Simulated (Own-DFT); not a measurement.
# Strain and stress in 6H (3C twinned every three layers) SiC, 108 atoms (C54Si54)

These are calculations, not measurements. The program, named Own-DFT, is a retired in-house plane-wave density functional code that no person has reviewed. Each row is one single-point run on a periodic cell that was not relaxed, without spin or spin-orbit coupling.

Settings of every run: PBE; PseudoDojo norm-conserving scalar-relativistic files; cutoff 42 hartree; 4 x 4 x 2 k mesh centred on Gamma; Fermi-Dirac smearing of 0.1 eV.

Known limits: forces on such cells passed a denser k mesh, each cell not checked; stress not checked against mesh or cutoff.

Unstrained cell vectors in Å: (6.539, -6.539, 0.000); (0.000, 6.539, -6.539); (8.719, 8.719, 8.719). The unstrained cell has measured lattice constants (interpolated for alloys), not those of this functional. That, the random moves and any unrelaxed bonds set the pressure at no strain. Each run strains this cell uniformly, with the atoms carried along. Every atom was also moved at random, by a Gaussian of width 0.05 Å on each axis. Strain is the symmetric tensor, in per cent. Stress is positive in tension, and the pressure is minus a third of its trace.

```
run  e_xx (%)  e_yy (%)  e_zz (%)  e_yz (%)  e_xz (%)  e_xy (%)  s_xx (GPa)  s_yy (GPa)  s_zz (GPa)  s_yz (GPa)  s_xz (GPa)  s_xy (GPa)  P (GPa)  E (meV/atom)
  1      0.30     -0.70     -0.45      0.62      1.67      0.05       -5.77       -9.97       -8.08        4.85        7.64        1.08     7.94          24.6
  2     -0.43     -0.83      0.94      1.22      0.09      0.15       -6.97       -7.74       -3.24        4.35       -0.43        1.05     5.98           9.1
  3     -0.12     -1.94     -1.06     -1.15      0.82     -0.04       -9.39      -16.84      -12.11       -4.03        2.92       -0.79    12.78          20.9
  4      0.17     -1.92     -1.50      1.48     -0.83     -0.68       -6.82      -16.62      -16.20        7.05       -4.49       -3.78    13.21          22.9
  5     -0.73     -0.57     -0.67     -1.15      0.32      1.36      -12.22       -9.45       -8.53       -5.41        2.24        6.82    10.07          10.7
  6     -0.45     -1.69     -0.68     -1.05      1.55     -0.67      -11.10      -13.92      -12.12       -5.31        4.84       -3.84    12.38          32.4
  7     -0.71      0.47      1.41     -0.81     -0.49     -1.12       -6.29       -2.42        0.72       -4.18       -4.45       -5.28     2.66           2.4
  8     -0.75      1.40     -1.25     -0.41     -0.89      1.16       -8.65       -0.96       -9.86       -2.77       -3.59        2.64     6.49           1.6
  9     -1.61      1.92     -0.41      1.02     -1.95     -0.52      -10.91        0.45       -6.88        2.05       -8.59       -4.38     5.78          16.9
 10     -0.73      1.47     -0.28      0.71      0.89      0.33       -6.46        0.12       -7.00        4.45        4.50        1.63     4.45           9.6
 11     -0.23      0.81      1.32     -1.19     -0.06      0.66       -4.57       -0.35        1.33       -5.52       -1.01        2.87     1.20           0.0
 12     -0.55      1.41      1.13      0.33      0.04      1.69       -6.45        0.82        1.42        0.34        0.55        7.69     1.40          16.3
 13      1.66      1.20      1.57      1.85      1.07      1.84        4.82        1.88        3.31        8.65        5.72        8.25    -3.33          13.9
 14      0.52      0.32      0.43      1.20     -1.95      1.20        0.35       -5.67       -2.11        5.03       -7.89        4.85     2.47           2.7
 15     -2.00     -1.70      0.07      1.41     -1.16      1.62      -17.35      -17.90       -9.91        7.84       -5.88        9.37    15.05          47.2
 16      0.86     -0.03      1.13      1.74      0.07     -1.48        1.08       -4.50        0.51        6.99        0.25       -5.26     0.97           5.0
 17     -1.72      1.54      0.55      0.43     -1.69     -1.18           ?           ?           ?           ?           ?           ?        ?             ?
```

E is the free energy for each atom above the lowest run shown.

## Worked fit

Each stress component was fitted by least squares to a constant and the strains of the runs shown, as fractions, with shears doubled. Shear strains stay in the fit of a normal stress only where such slopes are resolved. The slopes, in GPa:

```
stress,at no strain,per e_xx,per e_yy,per e_zz,scatter
s_xx,-5.2,510 ± 37,123 ± 26,91 ± 35,1.22
s_yy,-6.2,85 ± 35,469 ± 24,104 ± 33,1.15
s_zz,-5.7,85 ± 29,128 ± 20,455 ± 28,0.95
```

Each shear stress against twice its own strain: yz 236 ± 14, xz 224 ± 8, xy 234 ± 11 GPa. These are stiffnesses along x, y and z of the frame in which the cell vectors are given, which need not be the crystal's axes. The atoms are held to the strained lattice; where symmetry lets them move under strain, relaxing them would lower some slopes. The table should be nearly symmetric about its diagonal, and what it lacks of that shows the noise. A ninth of its sum, 228 ± 6 GPa, estimates the bulk modulus near the mean pressure of these runs, 6.2 GPa, so it lies above the value at zero pressure.

## Withheld run

Question: what normal stresses and pressure should run 17 give?

The fit gives s_xx = -11.6, s_yy = 0.1, s_zz = -2.8 and P = 4.7 GPa. The calculation gave -11.19, -0.75, -3.83 and P = 5.26 GPa.
